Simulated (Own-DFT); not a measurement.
# Which defects push the lattice out? zincblende GaAs

Source: density functional calculations with Own-DFT, an unreviewed in-house program that is no longer used. Nothing was measured or relaxed, and spin and spin-orbit coupling are left out.

Settings: PBE; PseudoDojo norm-conserving scalar-relativistic files; cutoff 42 hartree; 3 x 3 x 3 k mesh centred on Gamma; Fermi-Dirac smearing of 0.1 eV.

Caveats (not all hold for every row): not probed for a lower state with spin; forces on such cells failed a check on a denser k mesh; forces not confirmed at this smearing and k mesh; forces on such cells passed a denser k mesh, each cell not checked; stress not checked against mesh or cutoff.

All runs share one cell, with vectors in Å (11.307, 0.000, 0.000); (0.000, 11.307, 0.000); (0.000, 0.000, 11.307) and a volume of 1445.4 Å³. u is the rms random offset of the atoms per axis. The defect's site can differ from row to row.

```
cell,formula,u (Å),P (GPa)
no defect,As32Ga32,0.0193,3.52
no defect,As32Ga32,0.0515,4.02
no defect,As32Ga32,0.0516,3.95
one Al on a Ga site,AlAs32Ga31,0.0483,3.93
one Al on a Ga site,AlAs32Ga31,0.0502,4.00
one Al on a Ga site,AlAs32Ga31,0.0507,4.07
one In on a Ga site,As32Ga31In,0.0304,4.20
one In on a Ga site,As32Ga31In,0.0319,4.32
one In on a Ga site,As32Ga31In,0.0501,4.59
two As vacancies,As30Ga32,0.0308,3.26
two As vacancies,As30Ga32,0.0313,3.18
two As vacancies,As30Ga32,0.0507,3.61
one P on an As site,As31Ga32P,0.0287,?
one P on an As site,As31Ga32P,0.0309,3.36
one P on an As site,As31Ga32P,0.0310,3.34
one P on an As site,As31Ga32P,0.0317,3.37
```

## Worked fit

P = P0 + c u² + a shift for each defect gives P0 = 3.41 GPa, c = 219 ± 16 GPa/Å² and a scatter of 0.04 GPa. The shifts, and each times the cell's volume:

- one In on a Ga site: 0.63 ± 0.03 GPa, 5.7 eV
- one Al on a Ga site: 0.05 ± 0.04 GPa, 0.4 eV (not resolved)
- one P on an As site: -0.27 ± 0.04 GPa, -2.5 eV
- two As vacancies: -0.39 ± 0.03 GPa, -3.5 eV (-1.8 eV for each of its 2 sites)

Against the defect-free cell, a freed cell would be larger where the shift is positive and smaller where it is negative (160.2 GPa Å³ is 1 eV). The atoms around the defects weren't relaxed, which would change these numbers.

## Test on the hidden row

Question: what pressure belongs in the blank (one P on an As site, u = 0.0287 Å)?

From the fit: 3.32 ± 0.05 GPa. DFT gave 3.33 GPa.
